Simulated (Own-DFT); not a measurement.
# How strain changes the stress of zincblende InP, 64 atoms (In32P32)

The numbers are computed, not measured, by runs of the plane-wave DFT program Own-DFT (in-house, retired, unreviewed) at fixed positions, with no spin and no spin-orbit coupling.

Method: PBE; PseudoDojo norm-conserving scalar-relativistic files; cutoff 36 hartree; 3 x 3 x 3 k mesh centred on Gamma; Fermi-Dirac smearing of 0.1 eV.

Limits: forces on such cells moved up to 12 meV/angstrom on a denser k mesh; stress not checked against mesh or cutoff.

Unstrained cell vectors in Å: (11.737, 0.000, 0.000); (0.000, 11.737, 0.000); (0.000, 0.000, 11.737). The unstrained cell has measured lattice constants (interpolated for alloys), not those of this functional. That, the random moves and any unrelaxed bonds set the pressure at no strain. A uniform strain is put on this cell, atoms riding along. All atoms carry random offsets, Gaussian with a width of 0.05 Å per axis. Strain is the symmetric tensor, in per cent. Stress is positive in tension, and the pressure is minus a third of its trace.

```
run  e_xx (%)  e_yy (%)  e_zz (%)  e_yz (%)  e_xz (%)  e_xy (%)  s_xx (GPa)  s_yy (GPa)  s_zz (GPa)  s_yz (GPa)  s_xz (GPa)  s_xy (GPa)  P (GPa)  E (meV/atom)
  1      1.90     -0.15     -0.97      1.09     -0.92      0.67       -2.41       -3.28       -3.56        1.01       -1.36        0.94     3.08           8.4
  2     -1.71     -1.91     -1.70      1.45      0.79      0.86       -8.27       -8.34       -8.45        3.27        0.58        1.50     8.36          71.1
  3     -1.64      0.89      0.56      1.66     -1.80      0.76       -4.60       -3.65       -3.76        2.66       -2.82        0.88     4.00          23.5
  4      0.92     -1.71      1.57     -0.70     -1.73      1.80       -3.10       -3.94       -2.84       -1.17       -2.12        2.70     3.30          19.5
  5     -1.99     -1.89      1.90     -1.12     -1.79     -0.09       -5.92       -5.72       -4.28       -1.41       -3.21        0.15     5.31          31.8
  6     -0.61      0.84      0.96      1.56     -0.31     -1.13       -3.22       -2.67       -2.55        2.06       -0.31       -1.70     2.82           5.1
  7     -0.48     -0.70      1.09      0.06      0.02     -0.27       -3.83       -3.87       -3.11       -0.05       -0.04       -0.17     3.60           1.4
  8      0.15     -1.82      1.70      1.38     -1.00      1.28       -3.73       -4.47       -3.12        1.75       -1.22        2.07     3.77          21.2
  9     -1.85      1.61     -1.77      1.49      1.75      1.86       -6.13       -4.63       -6.08        1.51        3.15        3.11     5.61          49.7
 10      1.19      0.69      0.59      1.27     -0.40     -1.75       -2.06       -2.24       -2.29        1.58       -0.82       -2.80     2.20          14.9
 11     -0.38      1.45      1.48      0.81     -1.90     -0.50       -2.30       -1.74       -1.74        1.41       -2.36       -0.17     1.93           4.2
 12      0.93     -0.50      1.79      1.39     -1.07      0.05       -1.98       -2.53       -1.67        1.87       -1.51        0.31     2.06           0.0
 13     -1.81      1.24     -1.27     -1.06     -0.10      1.23       -5.76       -4.51       -5.61       -1.79        0.12        1.49     5.29          41.0
 14     -1.96      0.47      0.93     -0.06      0.29      0.11       -4.63       -3.65       -3.56        0.13        0.64       -0.36     3.95           8.1
 15     -0.33     -1.32     -0.35     -0.29     -0.25     -0.90       -4.94       -5.40       -5.04       -0.27       -0.57       -1.52     5.12          17.0
 16      1.92     -0.75      1.27     -0.57      0.76      1.62           ?           ?           ?           ?           ?           ?        ?             ?
```

E is the free energy for each atom above the lowest run shown.

## Worked fit

Least squares on the runs shown: each stress against a constant and the strains, taken as fractions with shears doubled. Shear strains stay in the fit of a normal stress only where such slopes are resolved. The slopes, in GPa:

| stress | at no strain | per e_xx | per e_yy | per e_zz | scatter |
|---|---|---|---|---|---|
| s_xx | -3.8 | 104 ± 5 | 65 ± 5 | 70 ± 5 | 0.22 |
| s_yy | -3.8 | 63 ± 4 | 102 ± 4 | 70 ± 4 | 0.20 |
| s_zz | -3.9 | 64 ± 5 | 65 ± 5 | 112 ± 5 | 0.24 |

The slope of each shear stress on twice its own strain, from a fit on all six strains: yz 79 ± 5, xz 82 ± 4, xy 76 ± 5 GPa. These are stiffnesses along x, y and z of the frame in which the cell vectors are given, which need not be the crystal's axes. The atoms are held to the strained lattice; where symmetry lets them move under strain, relaxing them would lower some slopes. Slopes across the diagonal should nearly agree, so their difference gauges the noise. A ninth of the table's sum, 79 ± 3 GPa, estimates the bulk modulus near the mean pressure of these runs, 4.0 GPa, so it lies above the value at zero pressure.

## Check

The question: what normal stresses and pressure should run 16 give?

The fit gives s_xx = -1.5, s_yy = -2.5, s_zz = -1.7 and P = 1.9 GPa. The hidden result is -1.51, -2.50, -1.75 and P = 1.92 GPa.
